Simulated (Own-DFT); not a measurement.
# Why a clamped stack is squeezed alike in all directions: Ge in Si

No measurement is shown. These are fixed-geometry runs of a retired plane-wave code named Own-DFT, which no person has reviewed; spin and spin-orbit coupling are neglected.

Common settings: PBE; PseudoDojo norm-conserving scalar-relativistic files; cutoff 42 hartree; 3 x 3 x 2 k mesh centred on Gamma; Fermi-Dirac smearing of 0.1 eV.

Keep in mind: forces on such cells moved up to 12 meV/angstrom on a denser k mesh; stress not checked against mesh or cutoff.

One cell of 96 atoms is used throughout, with vectors in Å (10.862, 0.000, 0.000); (0.000, 10.862, 0.000); (0.000, 0.000, 16.293). Some planes normal to z hold Ge in place of Si, either as pure planes or mixed at random through a layer; x is the share of Ge among all Ge and Si sites. u is the rms random offset of the atoms per axis. Stress is positive in tension.

```
x,layer,u (Å),(s_xx + s_yy)/2 (GPa),s_zz (GPa)
0.125,mixed layer,0.0284,-3.74,-3.71
0.125,mixed layer,0.0286,-3.75,-3.76
0.167,pure planes,0.0284,-4.46,-4.40
0.167,pure planes,0.0584,-4.99,-4.82
0.188,mixed layer,0.0611,-5.38,-5.29
0.188,mixed layer,0.0612,-5.32,-5.24
0.250,mixed layer,0.0547,?,?
0.500,pure planes,0.0287,-9.16,-9.15
0.500,pure planes,0.0309,-9.19,-9.19
```

## What the rows give

In the plane: -1.80 - 14.3 x - 231 u² GPa (slope in x ± 0.1, scatter 0.05). Along z: -1.79 - 14.4 x - 202 u² GPa (± 0.1, scatter 0.05). The two slopes nearly agree: every atom sits on the host's lattice on all three axes, so the larger Ge atoms are squeezed alike in all directions, and the layering hardly shows. The constants are the stress of this functional at the host's measured lattice. A real film keeps the in-plane spacing but grows in height until s_zz vanishes, which relieves part of the in-plane stress too.

## Prediction

The question: what are the two stresses at x = 0.250?

From the fit: -6.1 and -6.0 GPa. The hidden result is -6.08 and -6.18 GPa. The miss is larger than the scatter suggests: chance, or a term that the fit lacks.
